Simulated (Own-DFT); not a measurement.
# Slab less bulk: wurtzite AlN, m plane (10-10)

Calculated, not measured: single-point runs of Own-DFT, a retired in-house plane-wave DFT program that no person has reviewed, on unrelaxed cells, without spin or spin-orbit coupling.

Caveats (not all hold for every row): some atoms lie very close together; k mesh not checked against a denser one.

Both sets of runs: PBE; PseudoDojo norm-conserving scalar-relativistic files; cutoff 42 hartree; Gaussian smearing of 0.01 eV. The slab has 128 atoms in 16 layers, two equal faces of 62.02 Å² as cut, 15 Å of vacuum, a dipole correction along the normal and a 6 x 3 x 1 mesh. The bulk cell has 128 atoms, the same measured lattice constants and a 3 x 3 x 3 mesh. In the slab only the 32 atoms nearest the faces were moved at random; u is their rms move along one axis. Energies are counted from -174.06 eV for each atom.

```
slab run,u (Å),E (eV, cell)
1,0.0454,20.503
2,0.0466,20.674
3,0.0485,21.471
4,0.0519,20.748
5,0.0528,22.163
6,0.0569,21.758
7,0.0967,25.992
8,0.0968,27.046
9,0.0994,26.824
10,0.1008,29.506
11,0.1036,27.558
12,0.1097,29.023
```

| bulk run | u (Å) | E (meV/atom) |
|---|---|---|
| 1 | 0.0186 | -3.06 |
| 2 | 0.0191 | -2.69 |
| 3 | 0.0193 | -2.60 |
| 4 | 0.0199 | -1.56 |
| 5 | 0.0200 | -1.84 |
| 6 | 0.0208 | -0.73 |
| 7 | 0.0944 | 330.00 |
| 8 | 0.0998 | 329.56 |
| 9 | 0.1058 | 388.65 |
| 10 | 0.1104 | 379.32 |

Q: what is the energy of the unrelaxed surface?

## Solution

Take each set to u = 0 with E = a + b u². Residuals are scaled by 1/(u² + 0.0006 Å²) to tame the large moves. Slab: a = 19.03 ± 0.27 eV. Bulk: a = -15.7 ± 0.7 meV/atom. The excess is 19.03 - 128 x (-0.0157) = 21.04 ± 0.29 eV. Over two faces that is 170 meV/Å², or 2.72 ± 0.04 J/m². Relaxing the faces would lower the energy, and the unlike meshes and the reach from the smallest u down to zero add errors that aren't counted here.
